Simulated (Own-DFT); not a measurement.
# Which defects push the lattice out? zincblende GaAs

Source: density functional calculations with Own-DFT, an unreviewed in-house program that is no longer used. Nothing was measured or relaxed, and spin and spin-orbit coupling are left out.

Common settings: PBE; PseudoDojo norm-conserving scalar-relativistic files; cutoff 42 hartree; 3 x 3 x 3 k mesh centred on Gamma; Fermi-Dirac smearing of 0.1 eV.

Known weak points (not all hold for every row): not probed for a lower state with spin; forces on such cells failed a check on a denser k mesh; forces not confirmed at this smearing and k mesh; forces on such cells passed a denser k mesh, each cell not checked; stress not checked against mesh or cutoff.

All runs share one cell, with vectors in Å (11.307, 0.000, 0.000); (0.000, 11.307, 0.000); (0.000, 0.000, 11.307) and a volume of 1445.4 Å³. The atoms are randomly displaced, by u rms on each axis. The defect's site can differ from row to row.

```
cell,formula,u (Å),P (GPa)
no defect,As32Ga32,0.0199,3.52
no defect,As32Ga32,0.0224,3.54
no defect,As32Ga32,0.0529,4.08
two As vacancies,As30Ga32,0.0275,3.23
two As vacancies,As30Ga32,0.0311,3.30
two As vacancies,As30Ga32,0.0507,3.38
two As on a Ga site each,As34Ga30,0.0289,4.78
two As on a Ga site each,As34Ga30,0.0296,4.80
two As on a Ga site each,As34Ga30,0.0324,4.88
two Ga vacancies,As32Ga30,0.0290,2.88
two Ga vacancies,As32Ga30,0.0315,2.99
two Ga vacancies,As32Ga30,0.0326,3.10
one Al on a Ga site,AlAs32Ga31,0.0491,3.90
one Al on a Ga site,AlAs32Ga31,0.0495,?
one Al on a Ga site,AlAs32Ga31,0.0498,3.84
one Al on a Ga site,AlAs32Ga31,0.0505,3.95
```

## Analysis

P = P0 + c u² + a shift for each defect gives P0 = 3.49 GPa, c = 183 ± 34 GPa/Å² and a scatter of 0.08 GPa. The shifts, and each times the cell's volume:

- two As on a Ga site each: 1.16 ± 0.07 GPa, 10.5 eV (5.3 eV for each of its 2 sites)
- one Al on a Ga site: -0.05 ± 0.08 GPa, -0.4 eV (not resolved)
- two As vacancies: -0.45 ± 0.07 GPa, -4.0 eV (-2.0 eV for each of its 2 sites)
- two Ga vacancies: -0.68 ± 0.07 GPa, -6.1 eV (-3.1 eV for each of its 2 sites)

A positive shift means that the defect pushes the cell outwards. Shift times volume (160.2 GPa Å³ is 1 eV) depends little on the cell's size, so, taken for each site, it can be compared between cells at like pressure. The atoms around the defects weren't relaxed, which would change these numbers.

## Prediction

The question: what pressure belongs in the blank (one Al on a Ga site, u = 0.0495 Å)?

The fit gives 3.89 ± 0.09 GPa. The calculation gave 3.88 GPa.
